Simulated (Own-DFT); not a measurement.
## Calculated data, AlGa3N4 (wurtzite random alloy, strained, atoms displaced)

Computed with Own-DFT development build. A calculation, not a measurement: plane-wave PBE density functional theory by an unreviewed code, no spin, of a simulated periodic cell, stress positive in tension, free energy of the whole cell less one offset for each atom, forces on such cells passed a denser k mesh, this cell's mesh not checked; offsets are fitted by least squares, one for each functional and potential file, so energies compare only between cells with the same atoms and settings and are not formation energies; the far tail of each file's local potential was reset to the Coulomb form; each entry is a single point on an unrelaxed cell, so the pressure reflects the starting lattice, mostly measured values, from which strain is counted, and rises with the displacements; printed positions are rounded, which can move forces by about a meV/angstrom; the program is a retired in-house code; no spin-orbit coupling.

```yaml
- formula: AlGa3N4
  kind: "wurtzite random alloy, strained, atoms displaced"
  structure:
    cell_angstrom: [[9.3666, 0.0, 0.0], [-4.6833, 8.1117, 0.0], [0.0, 0.0, 10.2685]]
    atoms_fractional:
      - [Ga, 0.1135, 0.21852, 0.9941]
      - [Ga, 0.2166, 0.10098, 0.25327]
      - ["N", 0.11222, 0.22738, 0.18626]
      - ["N", 0.22514, 0.1162, 0.43408]
      - [Ga, 0.10878, 0.22476, 0.48886]
      - [Al, 0.22866, 0.10588, 0.75628]
      - ["N", 0.10471, 0.22115, 0.69743]
      - ["N", 0.22499, 0.11502, 0.9428]
      - [Al, 0.10333, 0.55122, 0.99939]
      - [Al, 0.21928, 0.44836, 0.2527]
      - ["N", 0.12175, 0.55798, 0.18289]
      - ["N", 0.21363, 0.43981, 0.43013]
      - [Ga, 0.11992, 0.55768, 0.49786]
      - [Al, 0.2279, 0.45336, 0.74389]
      - ["N", 0.1251, 0.55615, 0.6873]
      - ["N", 0.22587, 0.44727, 0.93709]
      - [Ga, 0.12151, 0.89016, 0.0018]
      - [Al, 0.21977, 0.77653, 0.24939]
      - ["N", 0.11297, 0.88672, 0.18267]
      - ["N", 0.23283, 0.7877, 0.44695]
      - [Ga, 0.10636, 0.89225, 0.49632]
      - [Ga, 0.22149, 0.77901, 0.74862]
      - ["N", 0.10956, 0.89334, 0.68342]
      - ["N", 0.22318, 0.77673, 0.9427]
      - [Ga, 0.4513, 0.22636, 0.00624]
      - [Ga, 0.56144, 0.10836, 0.24375]
      - ["N", 0.43601, 0.21203, 0.1963]
      - ["N", 0.55265, 0.11548, 0.44054]
      - [Ga, 0.43987, 0.22784, 0.5031]
      - [Al, 0.55006, 0.1109, 0.75277]
      - ["N", 0.44603, 0.23523, 0.68508]
      - ["N", 0.55697, 0.11905, 0.93231]
      - [Ga, 0.44169, 0.55441, 0.998]
      - [Ga, 0.54747, 0.44187, 0.2464]
      - ["N", 0.44759, 0.56199, 0.19117]
      - ["N", 0.54881, 0.44248, 0.44361]
      - [Ga, 0.44079, 0.55273, 0.5015]
      - [Ga, 0.55358, 0.44933, 0.74695]
      - ["N", 0.45106, 0.56158, 0.68644]
      - ["N", 0.54106, 0.43365, 0.93536]
      - [Ga, 0.4453, 0.88076, 0.00355]
      - [Ga, 0.55501, 0.77096, 0.25245]
      - ["N", 0.43811, 0.88775, 0.19034]
      - ["N", 0.55717, 0.78162, 0.43421]
      - [Ga, 0.43684, 0.88531, 0.49396]
      - [Al, 0.55325, 0.7687, 0.74655]
      - ["N", 0.44027, 0.89327, 0.68623]
      - ["N", 0.54982, 0.77343, 0.942]
      - [Ga, 0.78526, 0.22974, 0.99136]
      - [Ga, 0.87712, 0.09989, 0.25192]
      - ["N", 0.76754, 0.22067, 0.18685]
      - ["N", 0.89517, 0.11022, 0.43516]
      - [Al, 0.76872, 0.21214, 0.50374]
      - [Ga, 0.89607, 0.12327, 0.74993]
      - ["N", 0.78372, 0.22508, 0.68815]
      - ["N", 0.88514, 0.11525, 0.93796]
      - [Ga, 0.76994, 0.5539, 0.99611]
      - [Ga, 0.87329, 0.4262, 0.25529]
      - ["N", 0.78233, 0.55482, 0.19229]
      - ["N", 0.88891, 0.45099, 0.44146]
      - [Ga, 0.78029, 0.55973, 0.50153]
      - [Al, 0.89852, 0.45143, 0.75608]
      - ["N", 0.77867, 0.55908, 0.68706]
      - ["N", 0.88471, 0.45124, 0.93478]
      - [Ga, 0.76882, 0.88263, 0.00158]
      - [Ga, 0.88577, 0.77152, 0.24903]
      - ["N", 0.78284, 0.8811, 0.18396]
      - ["N", 0.87997, 0.77303, 0.44122]
      - [Ga, 0.78337, 0.89302, 0.50087]
      - [Ga, 0.89784, 0.7689, 0.74426]
      - ["N", 0.77407, 0.88796, 0.68747]
      - ["N", 0.88029, 0.76836, 0.93039]
  settings:
    functional: PBE
    potential_files: "PseudoDojo norm-conserving, scalar-relativistic, standard set with the stringent files for Ga"
    "wave_cutoff [hartree]": 96.0
    occupations: Gaussian
    "smearing_width [eV]": 0.01
    k_mesh: "4 x 4 x 3 centred on Gamma"
  results:
    "free_energy_of_cell_above_offsets [eV]": "-7.511"
    "pressure [GPa]": 13.8
    "stress_xx [GPa]": -15.09
    "stress_yy [GPa]": -16.34
    "stress_zz [GPa]": -9.96
    "stress_yz [GPa]": -0.91
    "stress_xz [GPa]": 0.29
    "stress_xy [GPa]": 0.47
    force_element: [Ga, Ga, "N", "N", Ga, Al, "N", "N", Al, Al, "N", "N", Ga, Al, "N", "N", Ga, Al, "N", "N", Ga, Ga, "N", "N", Ga, Ga, "N", "N", Ga, Al, "N", "N", Ga, Ga, "N", "N", Ga, Ga, "N", "N", Ga, Ga, "N", "N", Ga, Al, "N", "N", Ga, Ga, "N", "N", Al, Ga, "N", "N", Ga, Ga, "N", "N", Ga, Al, "N", "N", Ga, Ga, "N", "N", Ga, Ga, "N", "N"]
    "force_x [eV/angstrom]": [-1.451, -0.988, -0.208, -0.745, 1.048, -1.613, 3.77, 1.342, 1.156, 0.941, -1.558, 1.19, -1.815, 1.389, -2.62, -1.932, -1.981, 0.128, 0.057, -3.871, 0.583, 0.283, 1.431, 0.218, -0.702, -2.805, 0.772, 1.148, 1.056, 0.746, 0.344, 0.57, -0.075, 0.931, -1.051, 0.707, -0.125, 1.126, -1.892, 0.827, -1.182, -0.321, 0.656, 0.101, 3.204, -0.431, 1.666, 0.743, -1.321, 1.137, 2.707, -2.812, 0.338, -1.018, -2.299, 1.25, -0.442, 1.147, -1.017, 1.169, -0.829, -0.497, 1.412, 1.72, 1.328, 1.046, -1.667, 1.13, -1.217, -2.688, 0.086, 0.568]
    "force_y [eV/angstrom]": [0.994, 1.133, -0.228, -0.834, -0.432, 1.371, 1.784, -1.326, 0.455, -0.803, 0.089, 1.188, 0.263, -2.124, 0.113, 0.031, -0.104, -0.33, -1.032, -2.507, 0.025, 0.214, 0.785, -1.288, -1.33, -0.778, 1.209, -0.04, -0.893, 0.646, -2.72, -1.207, -0.43, -0.304, -2.191, 1.105, 0.848, -0.112, -0.603, 1.831, 1.583, 1.741, -0.762, -0.473, 2.582, 2.973, -0.016, 0.008, -0.51, 1.246, -0.538, 0.149, 1.264, -2.74, 1.009, -1.2, 0.022, 2.782, -1.258, -1.892, -1.42, -0.779, -2.219, 0.151, 0.866, 0.305, 0.594, 1.129, -0.505, 2.05, -0.181, 1.576]
    "force_z [eV/angstrom]": [1.148, -1.195, 0.656, 0.962, 2.345, -0.609, -1.636, -1.63, 0.171, -1.928, 0.561, 0.411, 0.307, 1.663, 0.149, -1.255, -0.823, 0.248, 1.866, -3.24, 0.199, 0.361, 0.537, -1.05, 0.48, 2.059, -1.144, -0.365, -0.543, -1.41, 1.538, 0.526, 1.067, 1.155, -0.775, -1.278, -0.884, 0.729, 0.127, 0.047, -0.179, -0.355, 0.103, 1.02, 1.688, 0.557, 0.783, -2.257, 0.948, -1.385, -1.606, 0.277, -0.064, 0.532, -0.126, 0.192, 0.988, 0.25, -1.132, 0.154, 0.077, -2.238, 0.325, -0.031, -1.378, 0.521, 0.631, -1.32, 0.902, 1.025, 0.646, 0.908]
```
